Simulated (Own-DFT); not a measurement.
# How strain changes the stress of 4H SiC, 72 atoms (C36Si36)

Source: density functional calculations with Own-DFT, an unreviewed in-house program that is no longer used. Nothing was measured or relaxed, and spin and spin-orbit coupling are left out.

Settings: PBE; PseudoDojo norm-conserving scalar-relativistic files; cutoff 42 hartree; 4 x 4 x 3 k mesh centred on Gamma; Fermi-Dirac smearing of 0.1 eV.

Known weak points: forces on such cells passed a denser k mesh, each cell not checked; stress not checked against mesh or cutoff.

Unstrained cell vectors in Å: (9.248, 0.000, 0.000); (-4.624, 8.009, 0.000); (0.000, 0.000, 10.068). The unstrained cell has measured lattice constants (interpolated for alloys), not those of this functional. That, the random moves and any unrelaxed bonds set the pressure at no strain. In each run the cell takes a homogeneous strain; fractional positions stay. Each coordinate of each atom was shifted by a normal deviate of width 0.05 Å. Strains are tensor components in per cent; tension counts as positive stress, and P is minus the mean normal stress.

```
run  e_xx (%)  e_yy (%)  e_zz (%)  e_yz (%)  e_xz (%)  e_xy (%)  s_xx (GPa)  s_yy (GPa)  s_zz (GPa)  s_yz (GPa)  s_xz (GPa)  s_xy (GPa)  P (GPa)  E (meV/atom)
  1     -1.29     -1.50     -0.32     -1.32     -0.77      0.87      -13.09      -16.40       -8.15       -5.97       -2.00        3.52    12.54          14.8
  2     -0.35      0.23     -0.39     -0.77      0.76      0.44       -5.93       -3.99       -8.97       -3.04        1.62        2.30     6.30           0.0
  3      1.53     -0.21     -1.97      1.07      0.55      0.67        2.20       -4.40      -20.22        3.66        1.06        3.66     7.48          27.5
  4     -1.66      0.86      1.81      0.30      0.19      1.98      -10.59       -2.40        4.25        0.64        0.90        8.04     2.91           2.0
  5     -1.12     -0.60     -0.11      0.46     -1.00     -1.35      -11.41      -11.45       -5.90        2.75       -4.17       -5.33     9.59          12.1
  6      0.19      1.50     -1.35     -1.78     -1.88     -0.09       -2.76        2.84      -15.59       -6.81       -6.70        0.04     5.17          26.1
  7      2.00     -1.90     -0.70     -0.24      0.65      0.01        3.71      -13.02      -10.43       -0.45        3.03        0.50     6.58           3.1
  8      1.72     -1.52      0.51      1.39     -1.31      0.07        4.49      -13.37       -3.07        4.66       -4.26        0.55     3.98           5.4
  9     -0.92      1.90     -0.79      0.71      1.51     -1.48       -8.86        4.82      -12.11        2.21        4.59       -6.85     5.38          15.2
 10      1.70     -1.75     -1.65      0.32      1.85     -1.45        0.93      -12.33      -16.86        1.91        6.44       -6.89     9.42          25.4
 11     -1.90      1.60      0.06     -1.30     -0.62      1.32      -13.36        3.08       -8.76       -3.69       -2.33        6.46     6.35          19.7
 12     -0.85     -1.02      1.02      1.91      0.93      0.55      -12.90       -9.41       -0.18        5.96        3.59        2.71     7.50           4.5
 13     -1.25     -1.51      1.44     -1.46     -1.90     -0.83      -13.61      -13.82        0.06       -5.13       -6.33       -6.83     9.12          41.4
 14     -0.49      0.99      1.79     -0.44      0.81     -1.76       -5.36       -0.55        4.64       -1.42        3.06       -6.84     0.42           1.5
 15     -1.88      0.04     -1.90     -1.07     -1.98      0.28      -17.39       -8.24      -19.51       -4.36       -7.94        1.79    15.05          47.9
 16     -1.96      0.27     -0.80     -1.27     -0.19     -0.92      -16.87       -4.74      -14.04       -4.69       -0.04       -3.61    11.88          36.4
 17     -0.18      1.89      0.30     -1.23     -1.44     -1.34           ?           ?           ?           ?           ?           ?        ?             ?
```

E is the free energy for each atom above the lowest run shown.

## Fit

Each stress component was fitted by least squares to a constant and the strains of the runs shown, as fractions, with shears doubled. Shear strains stay in the fit of a normal stress only where such slopes are resolved. The slopes, in GPa:

```
stress  at no strain  per e_xx  per e_yy  per e_zz  scatter
  s_xx          -4.8  582 ± 24  136 ± 25   78 ± 24     1.09
  s_yy          -5.1  109 ± 29  562 ± 30   12 ± 29     1.32
  s_zz          -7.0   30 ± 25  -15 ± 26  640 ± 25     1.14
```

The slope of each shear stress on twice its own strain, from a fit on all six strains: yz 175 ± 11, xz 179 ± 7, xy 225 ± 13 GPa. These are stiffnesses along x, y and z of the frame in which the cell vectors are given, with the crystal's c axis along z: C11, C12, C13 and C33. Hexagonal symmetry asks that xx and yy behave alike, which is a second check on the noise. The atoms are held to the strained lattice; where symmetry lets them move under strain, relaxing them would lower some slopes. Symmetry asks for nearly equal slopes across the diagonal; the mismatch is a measure of noise. A ninth of the table's sum, 237 ± 6 GPa, estimates the bulk modulus near the mean pressure of these runs, 7.5 GPa, so it lies above the value at zero pressure.

## Withheld run

Question: what normal stresses and pressure should run 17 give?

From the fit: s_xx = -3.0, s_yy = 5.4, s_zz = -5.4 and P = 1.0 GPa. DFT gave -2.18, 3.69, -3.26 and P = 0.58 GPa.
